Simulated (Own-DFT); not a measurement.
Hf20Si39 (HfSi2 crystal with one vacancy, atoms displaced), Hf7Si13 (HfSi2 crystal with substituted atoms, atoms displaced) (calculated)

All values are calculated (Own-DFT development build). A calculation, not a measurement: plane-wave PBE density functional theory by an unreviewed code, no spin, of a simulated periodic cell, stress positive in tension, free energy of the whole cell less one offset for each atom, hafnium file: forces about 75 meV/angstrom off all-electron values; forces on such cells moved up to 12 meV/angstrom on a denser k mesh; offsets are fitted by least squares, one for each functional and potential file, so energies compare only between cells with the same atoms and settings and are not formation energies; the far tail of each file's local potential was reset to the Coulomb form; each entry is a single point on an unrelaxed cell, so the pressure reflects the starting lattice, taken from the Materials Project, from which strain is counted, and rises with the displacements; printed positions are rounded, which can move forces by about a meV/angstrom; the program is a retired in-house code; no spin-orbit coupling; before rounding, a Quantum ESPRESSO 7.3.1 run of the same cell and cutoff gave forces within 1 meV/angstrom rms on each cell, which checks the program and not the settings.

Common to all runs: functional PBE; potential files PseudoDojo norm-conserving, scalar-relativistic, standard set; wave cutoff 42 hartree; occupations cold (Marzari-Vanderbilt); smearing width 0.2 eV; k mesh 4 x 4 x 4 centred on Gamma.

(1) Hf20Si39 (HfSi2 crystal with one vacancy, atoms displaced)

```
Hf20Si39
1.0
     -7.2972     7.0724    -1.7824
      3.6486     7.0873     5.7379
      3.6486     3.5213    -8.4115
Hf Si Hf Si Hf Si Hf Si Hf Si Hf Si Hf Si Hf Si Hf Si Hf Si
2 4 2 4 2 3 2 4 2 4 2 4 2 4 2 4 2 4 2 4
Direct
  0.51981 0.54038 0.75574
  0.27011 0.26338 0.04763
  0.42190 0.30996 0.80175
  0.37790 0.49554 0.00227
  0.27461 0.59957 0.69687
  0.52352 0.20834 0.09118
  0.72240 0.74932 0.95248
  0.47637 0.45368 0.24162
  0.63246 0.49849 0.01357
  0.57265 0.69994 0.20339
  0.47757 0.79497 0.89650
  0.72343 0.40339 0.29205
  0.92273 0.94067 0.15759
  0.67342 0.65341 0.45191
  0.77095 0.90335 0.40049
  0.68374 0.98719 0.10643
  0.92512 0.60773 0.49072
  0.02944 0.54144 0.74477
  0.77088 0.26153 0.03890
  0.92514 0.30694 0.80166
  0.87447 0.49054 0.00819
  0.76886 0.59952 0.71351
  0.03237 0.20199 0.10087
  0.21536 0.74783 0.96061
  0.98415 0.45205 0.24587
  0.13183 0.49094 0.99322
  0.08323 0.70560 0.21172
  0.97500 0.79346 0.90605
  0.23173 0.40529 0.29500
  0.42773 0.94915 0.15794
  0.18999 0.65148 0.44425
  0.33036 0.70732 0.19971
  0.27124 0.89730 0.40058
  0.17275 0.00615 0.10176
  0.42233 0.59804 0.49900
  0.62852 0.13904 0.35251
  0.37700 0.84852 0.64254
  0.53498 0.90652 0.41546
  0.47577 0.10150 0.59919
  0.36921 0.19700 0.31407
  0.63047 0.80806 0.69535
  0.82888 0.34091 0.54292
  0.57438 0.05488 0.84499
  0.71703 0.10765 0.58831
  0.67520 0.29889 0.80747
  0.57803 0.40264 0.49853
  0.82574 0.00009 0.90486
  0.12246 0.13999 0.35469
  0.87821 0.85704 0.63586
  0.02454 0.89707 0.39591
  0.97619 0.09769 0.60133
  0.87709 0.19492 0.29905
  0.12903 0.80022 0.68920
  0.32418 0.34386 0.56164
  0.08003 0.05442 0.83876
  0.23015 0.09698 0.60036
  0.17348 0.29985 0.80200
  0.06644 0.40302 0.50529
  0.32415 0.00639 0.89899
```

- free energy of cell above offsets: -29.267 eV
- pressure: 3.08 GPa
- stress xx: -2.75 GPa
- stress yy: -3.87 GPa
- stress zz: -2.63 GPa
- stress yz: 0.52 GPa
- stress xz: -0.16 GPa
- stress xy: -0.01 GPa

Force:
```tsv
element	x (eV/Å)	y (eV/Å)	z (eV/Å)
Hf	-0.249	0.914	0.1
Hf	-1.347	-0.262	-0.719
Si	-0.53	-0.486	-0.682
Si	0.414	0.372	0.592
Si	0.462	0.138	-1.111
Si	0.001	-0.301	-0.737
Hf	-0.261	-0.57	-0.935
Hf	0.399	0.205	-0.388
Si	0.378	0.109	1.505
Si	-0.28	0.576	0.012
Si	0.971	0.007	-0.29
Si	-0.475	0.947	0.175
Hf	-0.735	1.112	-0.05
Hf	0.055	-0.106	0.577
Si	-0.831	-0.085	-0.287
Si	1.423	-0.435	0.193
Si	0.139	-0.023	0.11
Hf	1.405	0.592	-0.805
Hf	-1.032	-0.355	-2.026
Si	-0.239	-0.377	0.037
Si	0.047	1.096	1.059
Si	-1.422	-0.463	0.312
Si	1.173	-0.905	1.086
Hf	-1.486	0.601	0.122
Hf	0.214	-0.366	0.454
Si	1.177	0.582	0.437
Si	-0.256	-1.148	0.31
Si	-0.069	-0.519	0.135
Si	0.704	-0.26	-0.324
Hf	0.041	-0.382	0.16
Hf	1.441	-1.224	0.698
Si	-0.106	-0.391	-0.118
Si	-0.27	0.583	0.128
Si	-1.053	-0.57	-0.99
Si	-1.165	0.821	0.309
Hf	1.078	0.26	1.072
Hf	0.36	0.949	0.056
Si	-0.166	-1.528	0.671
Si	0.413	0.132	-0.306
Si	-1.057	0.078	0.282
Si	0.178	-0.261	0.023
Hf	1.419	0.522	-0.858
Hf	-0.048	0.261	0.185
Si	-0.467	0.571	-1.421
Si	-0.188	-0.376	1.067
Si	-0.18	-0.628	-0.583
Si	-0.603	-0.04	0.96
Hf	0.234	0.835	-0.191
Hf	0.627	0.542	-1.105
Si	0.168	0.224	-0.183
Si	0.193	0.074	0.394
Si	0.173	-0.275	0.134
Si	1.071	0.137	-0.04
Hf	-0.088	-0.088	0.685
Hf	0.721	-0.267	-0.536
Si	0.227	-0.233	0.257
Si	-0.259	-0.199	0.208
Si	-1.866	-0.023	0.141
Si	-0.584	-0.099	0.039
```

(2) Hf20Si39 (HfSi2 crystal with one vacancy, atoms displaced)

```
Hf20Si39
1.0
     -7.2972     7.0724    -1.7824
      3.6486     7.0873     5.7379
      3.6486     3.5213    -8.4115
Hf Si Hf Si Hf Si Hf Si Hf Si Hf Si Hf Si Hf Si Hf Si Hf Si
2 4 2 4 2 4 2 4 2 4 2 4 2 4 2 4 2 3 2 4
Direct
  0.52140 0.54998 0.76189
  0.27150 0.25994 0.04250
  0.42668 0.30318 0.79258
  0.37931 0.50250 0.99997
  0.27873 0.59943 0.70583
  0.52325 0.20464 0.09632
  0.72515 0.73438 0.95683
  0.48231 0.45247 0.24064
  0.62252 0.50353 0.00032
  0.56921 0.69803 0.20290
  0.47134 0.79501 0.90734
  0.72532 0.40043 0.29970
  0.92391 0.95102 0.15732
  0.67304 0.65861 0.44255
  0.82684 0.70369 0.20320
  0.76966 0.89678 0.40251
  0.67633 0.99033 0.10176
  0.92767 0.60712 0.49336
  0.02463 0.54973 0.75711
  0.77696 0.24881 0.04513
  0.92655 0.29105 0.79622
  0.87977 0.50004 0.99850
  0.77695 0.59303 0.70549
  0.02704 0.20247 0.09933
  0.22482 0.74222 0.95519
  0.97531 0.45546 0.24584
  0.12284 0.50107 0.99959
  0.07705 0.69987 0.19871
  0.97520 0.79055 0.89526
  0.22533 0.40493 0.29936
  0.42557 0.93885 0.15584
  0.17937 0.65306 0.44244
  0.32720 0.69880 0.20000
  0.27390 0.89936 0.40420
  0.17677 0.99771 0.10268
  0.42746 0.60220 0.49782
  0.62579 0.14886 0.35482
  0.38239 0.85435 0.64159
  0.52519 0.90313 0.40212
  0.47714 0.10073 0.60136
  0.37684 0.19955 0.30314
  0.62240 0.80157 0.69823
  0.82683 0.34641 0.55189
  0.57512 0.05971 0.84035
  0.72492 0.09584 0.60242
  0.67607 0.29959 0.79949
  0.57239 0.40379 0.50548
  0.82527 0.00616 0.89683
  0.12362 0.14434 0.35632
  0.87627 0.85693 0.64367
  0.02750 0.89803 0.40369
  0.87503 0.20073 0.30392
  0.11697 0.80666 0.70039
  0.33137 0.34658 0.55293
  0.07146 0.05460 0.84831
  0.22098 0.10174 0.59768
  0.17705 0.30039 0.79377
  0.07057 0.39575 0.50563
  0.32655 0.00147 0.90506
```

* free energy of cell above offsets: -30.753 eV
* pressure: 2.29 GPa
* stress xx: -2.01 GPa
* stress yy: -2.92 GPa
* stress zz: -1.94 GPa
* stress yz: 0.17 GPa
* stress xz: 0.09 GPa
* stress xy: 0.08 GPa

Force:
```tsv
element	x (eV/Å)	y (eV/Å)	z (eV/Å)
Hf	-1.066	-0.165	0.281
Hf	-0.512	0.203	-0.302
Si	0.3	0.041	-0.577
Si	0.244	-0.462	-0.213
Si	0.306	-0.572	0.33
Si	-0.538	-0.281	-0.004
Hf	0.538	0.838	0.883
Hf	1.042	-0.257	-0.206
Si	-0.518	-0.136	-0.533
Si	-0.436	0.403	0.05
Si	-0.441	0.389	0.017
Si	-0.08	0.309	0.424
Hf	-0.668	-0.742	-0.301
Hf	-0.352	0.111	-0.662
Si	-0.171	-0.312	0.097
Si	-0.218	0.753	0.391
Si	0.49	0.086	0.058
Si	0.364	-0.151	-0.172
Hf	-0.851	-0.603	-0.133
Hf	0.754	0.506	0.633
Si	0.193	0.214	0.324
Si	-0.074	-0.635	-0.339
Si	0.06	-0.079	0.502
Si	0.152	-0.053	0.285
Hf	0.344	0.293	0.215
Hf	-0.084	0.046	0.267
Si	-0.171	0.091	-0.057
Si	0.436	0.197	-0.095
Si	1.608	0.833	-0.694
Si	-0.221	-0.238	0.045
Hf	0.506	0.692	0.284
Hf	0.424	0.296	-0.172
Si	0.115	-0.188	-0.051
Si	-0.005	0.01	0.21
Si	0.383	-0.24	-0.347
Si	0.346	-0.053	0.515
Hf	-0.142	-0.413	-0.263
Hf	1.197	-0.398	-0.176
Si	-0.052	-0.149	0.174
Si	0.035	-0.176	0.298
Si	-0.011	-0.552	-0.104
Si	-0.49	0.602	-0.213
Hf	0.926	-0.306	-0.401
Hf	0.302	-0.27	-0.991
Si	-0.205	0.482	0.631
Si	-0.152	0.186	0.089
Si	-0.911	0.142	-0.595
Si	-0.395	-0.576	0.165
Hf	-0.572	0.223	0.105
Hf	0.411	-0.947	-0.006
Si	0.224	0.007	0.319
Si	-0.263	0.01	-0.696
Si	-1.643	0.605	0.624
Hf	0.792	-0.51	0.095
Hf	-0.627	1.026	0.005
Si	0.012	0.026	-0.334
Si	0.179	-0.132	-0.289
Si	-0.591	0.208	-0.328
Si	-0.22	-0.232	0.939
```

(3) Hf7Si13 (HfSi2 crystal with substituted atoms, atoms displaced)

```
Hf7Si13
1.0
     -7.2972     7.0724    -1.7824
      3.6486     7.0873     5.7379
      3.6486     3.5213    -8.4115
Hf Si Hf Si Hf Si Hf Si Hf Si Hf Si Hf Si Hf Si Hf Si Hf Si Hf Si
2 4 2 2 1 1 2 4 2 4 2 4 2 4 2 4 2 4 2 4 2 4
Direct
  0.51111 0.54654 0.75521
  0.27872 0.25724 0.04557
  0.40787 0.31222 0.79594
  0.37096 0.49255 0.99856
  0.26966 0.59993 0.69847
  0.52692 0.19515 0.09148
  0.72565 0.74312 0.95929
  0.47585 0.45241 0.23918
  0.61766 0.48775 0.00383
  0.57464 0.68263 0.20499
  0.46883 0.79921 0.91254
  0.72487 0.39762 0.29293
  0.92208 0.94907 0.16722
  0.67052 0.65742 0.45693
  0.81788 0.71521 0.20448
  0.76900 0.91244 0.40581
  0.67407 0.99618 0.10065
  0.92811 0.59844 0.50738
  0.04617 0.54566 0.75620
  0.78692 0.25013 0.04447
  0.92323 0.30624 0.78469
  0.86689 0.49448 0.99355
  0.76517 0.59880 0.69933
  0.01230 0.21807 0.08979
  0.22627 0.74680 0.95601
  0.96921 0.43699 0.23985
  0.11727 0.49918 0.99546
  0.07495 0.68719 0.19379
  0.97560 0.80193 0.90252
  0.22460 0.40227 0.29029
  0.43242 0.95559 0.15690
  0.17855 0.66582 0.45612
  0.32289 0.70178 0.20002
  0.27927 0.91257 0.39692
  0.17662 0.99307 0.10038
  0.43407 0.60314 0.49857
  0.61932 0.15529 0.36324
  0.39031 0.85376 0.64554
  0.52690 0.90365 0.39813
  0.46597 0.09813 0.60881
  0.37983 0.20410 0.31914
  0.62412 0.79991 0.70144
  0.83462 0.34592 0.56001
  0.56882 0.05784 0.84348
  0.72873 0.09350 0.60268
  0.68877 0.29999 0.79569
  0.56492 0.40990 0.51100
  0.82905 0.99676 0.89939
  0.11599 0.14369 0.34834
  0.88369 0.86109 0.65030
  0.03084 0.89537 0.40023
  0.97520 0.09233 0.61176
  0.87642 0.19489 0.29310
  0.12696 0.79860 0.69565
  0.33293 0.34273 0.55970
  0.06796 0.05889 0.84560
  0.22702 0.10725 0.59907
  0.18472 0.30360 0.78672
  0.07098 0.39450 0.50821
  0.31708 0.00667 0.89302
```

- free energy of cell above offsets: -23.637 eV
- pressure: 6.53 GPa
- stress xx: -7.77 GPa
- stress yy: -7.09 GPa
- stress zz: -4.73 GPa
- stress yz: 0.89 GPa
- stress xz: -0.26 GPa
- stress xy: 0.37 GPa

Force:
```tsv
element	x (eV/Å)	y (eV/Å)	z (eV/Å)
Hf	-1.969	0.354	-0.35
Hf	0.413	-1.315	0.057
Si	-1.253	0.805	-1.696
Si	0.294	0.775	0.37
Si	-1.386	1.602	-0.392
Si	0.818	1.064	-0.043
Hf	-1.527	0.763	0.245
Hf	0.554	-0.069	-0.935
Si	-0.236	0.441	1.073
Si	0.263	0.891	1.232
Hf	-0.938	-0.479	-4.735
Si	1.211	0.311	-0.264
Hf	-1.158	-0.826	0.659
Hf	-1.649	0.316	1.11
Si	-0.418	-0.648	-0.943
Si	-0.594	-0.321	-0.476
Si	-0.206	0.459	-0.335
Si	-0.085	0.028	0.918
Hf	2.525	-2.569	0.861
Hf	1.778	-2.287	1.462
Si	-0.213	0.943	-1.748
Si	-0.082	0.698	-0.035
Si	-0.648	0.832	-1.055
Si	-3.784	0.29	-0.995
Hf	1.978	-2.614	0.644
Hf	1.36	3.407	0.916
Si	-0.158	0.28	-0.76
Si	0.556	0.561	-0.153
Si	-0.407	-0.116	-1.113
Si	0.953	0.478	-0.491
Hf	2.386	0.327	-0.767
Hf	-1.492	-1.748	0.871
Si	-0.218	0.256	0.143
Si	-0.01	-0.504	-0.717
Si	0.752	0.542	0.341
Si	1.674	-0.737	1.36
Hf	-1.155	-0.024	-0.295
Hf	1.383	-1.866	1.469
Si	-0.147	0.057	-0.185
Si	-0.735	0.735	0.608
Si	-0.33	-1.901	0.946
Si	-0.927	1.227	0.504
Hf	0.643	-2.109	1.557
Hf	-0.566	0.939	0.141
Si	0.652	0.382	0.49
Si	0.964	-0.912	-0.22
Si	-2.881	0.09	-1.036
Si	1.133	-0.071	0.543
Hf	-0.563	1.407	-0.699
Hf	-0.025	-2.032	-0.01
Si	0.311	0.107	0.198
Si	-0.398	0.222	1.608
Si	1.457	0.148	-0.91
Si	0.849	1.729	0.076
Hf	1.327	-0.512	1.682
Hf	-0.584	0.723	-0.171
Si	0.039	-0.806	-0.231
Si	1.319	-0.865	-1.146
Si	-1.636	0.67	0.029
Si	0.782	0.471	0.794
```

(4) Hf7Si13 (HfSi2 crystal with substituted atoms, atoms displaced)

```
Hf7Si13
1.0
     -7.2972     7.0724    -1.7824
      3.6486     7.0873     5.7379
      3.6486     3.5213    -8.4115
Hf Si Hf Si Hf Si Hf Si Hf Si Hf Si Hf Si Hf Si Hf Si Hf Si Hf Si
2 4 2 4 2 4 2 4 2 4 2 2 1 1 2 4 2 4 2 4 2 4
Direct
  0.52782 0.54013 0.75587
  0.26855 0.26193 0.04777
  0.42591 0.29834 0.79870
  0.36846 0.50117 0.01121
  0.28270 0.60077 0.69627
  0.52209 0.20573 0.10238
  0.71610 0.76044 0.95276
  0.46868 0.45715 0.24489
  0.62845 0.50887 0.99512
  0.57252 0.71212 0.19956
  0.47527 0.80061 0.91069
  0.71913 0.40575 0.30248
  0.92393 0.93765 0.15602
  0.68068 0.65707 0.45630
  0.82410 0.69621 0.19767
  0.77765 0.89948 0.40029
  0.68609 0.99687 0.10447
  0.91958 0.60293 0.50746
  0.02680 0.55150 0.74706
  0.77431 0.25781 0.03917
  0.93311 0.29663 0.79245
  0.87913 0.50329 0.99892
  0.77873 0.61004 0.69686
  0.03081 0.20063 0.09245
  0.23162 0.74448 0.96494
  0.97277 0.45164 0.23942
  0.12192 0.49881 0.99736
  0.08306 0.69454 0.19953
  0.97573 0.80873 0.89891
  0.23470 0.39353 0.30144
  0.41386 0.95283 0.15809
  0.17727 0.66113 0.44011
  0.31874 0.70220 0.19370
  0.27764 0.89129 0.39506
  0.16770 0.99913 0.10211
  0.43158 0.60750 0.49888
  0.62356 0.13876 0.34814
  0.38178 0.86246 0.64024
  0.52432 0.89175 0.39904
  0.47988 0.09686 0.60041
  0.36853 0.19990 0.30472
  0.63356 0.79573 0.69969
  0.82707 0.33985 0.55600
  0.57694 0.05590 0.85043
  0.72298 0.09999 0.60277
  0.67188 0.29169 0.80380
  0.57408 0.40387 0.50140
  0.82590 0.00653 0.89405
  0.12728 0.14529 0.36101
  0.87503 0.86360 0.64003
  0.02987 0.89440 0.40056
  0.97912 0.09832 0.59761
  0.88357 0.19831 0.30274
  0.11958 0.81103 0.69979
  0.32282 0.34556 0.55252
  0.07126 0.06365 0.84943
  0.22545 0.10517 0.60789
  0.17443 0.30234 0.80235
  0.06888 0.38650 0.51022
  0.33038 0.99827 0.89973
```

* free energy of cell above offsets: -25.082 eV
* pressure: 6 GPa
* stress xx: -7.62 GPa
* stress yy: -5.22 GPa
* stress zz: -5.18 GPa
* stress yz: 0.31 GPa
* stress xz: -0.54 GPa
* stress xy: -0.12 GPa

Force:
```tsv
element	x (eV/Å)	y (eV/Å)	z (eV/Å)
Hf	0.382	0.542	0.168
Hf	-1.133	0.531	0.166
Si	0.114	0.09	-0.011
Si	-0.845	-0.177	0.568
Si	1.156	-0.082	-0.427
Si	-0.571	-0.185	0.152
Hf	-1.804	0.107	-1.505
Hf	-0.685	1.184	-0.118
Si	0.14	-0.315	-0.587
Si	-0.392	-0.546	-0.423
Si	-0.768	-0.7	0.336
Si	-1.029	-0.066	0.346
Hf	1.56	-0.709	0.548
Hf	-0.296	-1.227	1.801
Si	0.128	0.174	0.01
Si	0.044	-0.09	0.148
Si	1.347	-0.689	0.372
Si	-2.741	0.43	1.161
Hf	0.115	0.407	-1.033
Hf	0.325	0.756	-0.569
Si	0.936	0.192	0.196
Si	0.237	-0.453	0.447
Si	0.148	-0.831	-2.596
Si	3.714	0.637	1.777
Hf	-1.748	-2.539	2.183
Hf	0.308	0.717	-0.51
Si	0.156	0.356	0.253
Si	0.667	-0.374	0.35
Si	-0.218	-0.183	-0.963
Si	2.88	-0.214	1.196
Hf	-2.598	1.915	-0.391
Hf	-0.027	-0.658	-1.471
Si	-0.206	0.819	-0.879
Si	0.629	0.573	0.246
Hf	-0.839	-1.363	-5.417
Si	0.317	-0.332	0.769
Hf	0.529	1.267	-0.459
Hf	0.368	-0.689	-1.202
Si	0.142	0.689	0.461
Si	0.216	0.141	0.46
Si	-1.537	-0.074	-0.921
Si	2.414	0.278	0.935
Hf	0.879	-0.144	0.4
Hf	-0.103	-0.563	0.325
Si	-0.136	-0.02	0.391
Si	0.03	0.663	0.814
Si	-0.367	-0.675	-0.858
Si	0.409	0.213	0.307
Hf	1.138	0.835	0.016
Hf	-0.14	-0.199	-0.969
Si	0.163	0.105	0.821
Si	0.103	0.064	-0.196
Si	0.541	-0.864	0.369
Si	-1.523	0.44	0.276
Hf	-0.03	0.62	-0.544
Hf	-1.181	-0.687	0.817
Si	-0.501	-0.271	0.23
Si	-0.083	0.154	0.411
Si	-0.465	0.812	0.468
Si	-0.269	0.208	1.358
```

(5) Hf20Si39 (HfSi2 crystal with one vacancy, atoms displaced)

```
Hf20Si39
1.0
     -7.2972     7.0724    -1.7824
      3.6486     7.0873     5.7379
      3.6486     3.5213    -8.4115
Hf Si Hf Si Hf Si Hf Si Hf Si Hf Si Hf Si Hf Si Hf Si Hf Si
2 4 2 3 2 4 2 4 2 4 2 4 2 4 2 4 2 4 2 4
Direct
  0.52420 0.54435 0.75468
  0.28295 0.25231 0.05458
  0.42561 0.29957 0.78607
  0.36445 0.49139 0.00549
  0.27169 0.60502 0.69455
  0.53345 0.19463 0.10009
  0.72619 0.74487 0.95330
  0.47920 0.43813 0.25254
  0.62255 0.49996 0.99797
  0.57893 0.69911 0.19781
  0.47399 0.79636 0.90482
  0.91942 0.94468 0.16602
  0.66761 0.65908 0.43268
  0.83725 0.69027 0.21264
  0.78462 0.89310 0.39309
  0.68778 0.99797 0.09921
  0.92140 0.59228 0.50144
  0.00958 0.53042 0.76481
  0.77357 0.25428 0.04312
  0.93706 0.30249 0.78738
  0.87079 0.50483 0.00387
  0.78352 0.59215 0.68637
  0.01746 0.19889 0.08969
  0.23994 0.72968 0.95331
  0.98749 0.45446 0.25324
  0.12262 0.49685 0.99021
  0.06574 0.69823 0.20589
  0.97204 0.79838 0.90535
  0.22178 0.39568 0.29524
  0.41870 0.94231 0.17078
  0.18266 0.63970 0.44611
  0.30670 0.70592 0.19966
  0.26697 0.89783 0.40158
  0.16897 0.00382 0.10474
  0.43209 0.60298 0.49106
  0.62635 0.14451 0.36407
  0.37777 0.86129 0.64016
  0.51989 0.91092 0.40889
  0.46257 0.09080 0.60149
  0.37112 0.20483 0.28896
  0.62597 0.80252 0.71163
  0.84081 0.33114 0.54625
  0.58663 0.05278 0.83563
  0.71476 0.11464 0.59016
  0.67366 0.28330 0.81485
  0.57811 0.38676 0.50495
  0.83134 0.99790 0.89407
  0.13469 0.14100 0.34490
  0.86495 0.85714 0.65431
  0.01929 0.88834 0.38723
  0.97435 0.09710 0.59650
  0.89044 0.18385 0.29439
  0.11470 0.81531 0.70582
  0.31020 0.35319 0.56329
  0.08267 0.04574 0.84124
  0.22718 0.09169 0.59739
  0.18385 0.29604 0.79293
  0.08334 0.40990 0.49970
  0.33049 0.00230 0.89367
```

* free energy of cell above offsets: -25.429 eV
* pressure: 4.71 GPa
* stress xx: -4.52 GPa
* stress yy: -4.93 GPa
* stress zz: -4.69 GPa
* stress yz: -0.12 GPa
* stress xz: 0.47 GPa
* stress xy: 0.18 GPa

Force:
```tsv
element	x (eV/Å)	y (eV/Å)	z (eV/Å)
Hf	-0.083	-0.164	-0.116
Hf	-0.206	-1.797	1.772
Si	0.158	0.566	-1.066
Si	-0.794	0.783	-0.05
Si	0.441	0.207	-0.436
Si	-0.145	-0.016	0.362
Hf	-0.085	-0.254	-0.479
Hf	0.585	0.691	1.445
Si	0.15	0.096	-0.566
Si	0.153	-0.521	-0.098
Si	-0.028	0.452	-0.6
Hf	-2.217	-0.495	1.125
Hf	-0.158	1.229	-2.202
Si	0.654	-1.311	1.166
Si	1.837	-0.278	-0.531
Si	1.272	-1.055	-0.458
Si	-0.665	0.612	1.905
Hf	-1.391	3.076	2.177
Hf	-0.431	0.334	-0.55
Si	0.485	-1.797	-1.804
Si	0.119	-0.444	-0.855
Si	3.005	-0.945	-1.342
Si	-0.457	1.212	0.535
Hf	2.369	-0.328	1.459
Hf	0.125	-2.145	0.882
Si	0.116	0.145	-1.16
Si	-1.512	0.264	0.015
Si	-0.757	0.021	-1.095
Si	-0.513	1.46	0.647
Hf	-1.107	-0.029	1.557
Hf	1.457	0.653	1.576
Si	-1.165	0.431	-1.244
Si	-0.236	-0.002	-0.283
Si	-1.971	-0.813	0.076
Si	0.282	-0.412	-0.477
Hf	-0.785	-1.177	1.694
Hf	-0.046	-1.369	-1.765
Si	-1.167	-0.549	0.128
Si	-0.182	1.744	0.788
Si	-0.488	0.678	-2.4
Si	-0.98	-1.35	1.039
Hf	1.456	0.241	0.823
Hf	1.51	-0.652	-0.828
Si	-0.541	0.148	-2.136
Si	-0.386	0.991	2.235
Si	0.228	0.775	1.052
Si	0.853	0.945	0.525
Hf	1.608	0.023	-1.219
Hf	-1.724	-0.259	0.998
Si	0.277	1.726	-1.33
Si	-0.29	-0.177	-0.33
Si	2.764	0.648	0.519
Si	-2.463	-1.39	0.049
Hf	-2.911	0.303	0.062
Hf	1.431	1.172	0.537
Si	0.804	-0.1	0.726
Si	0.87	-0.362	-0.919
Si	0.394	-1.766	-1.172
Si	0.48	0.331	-0.361
```
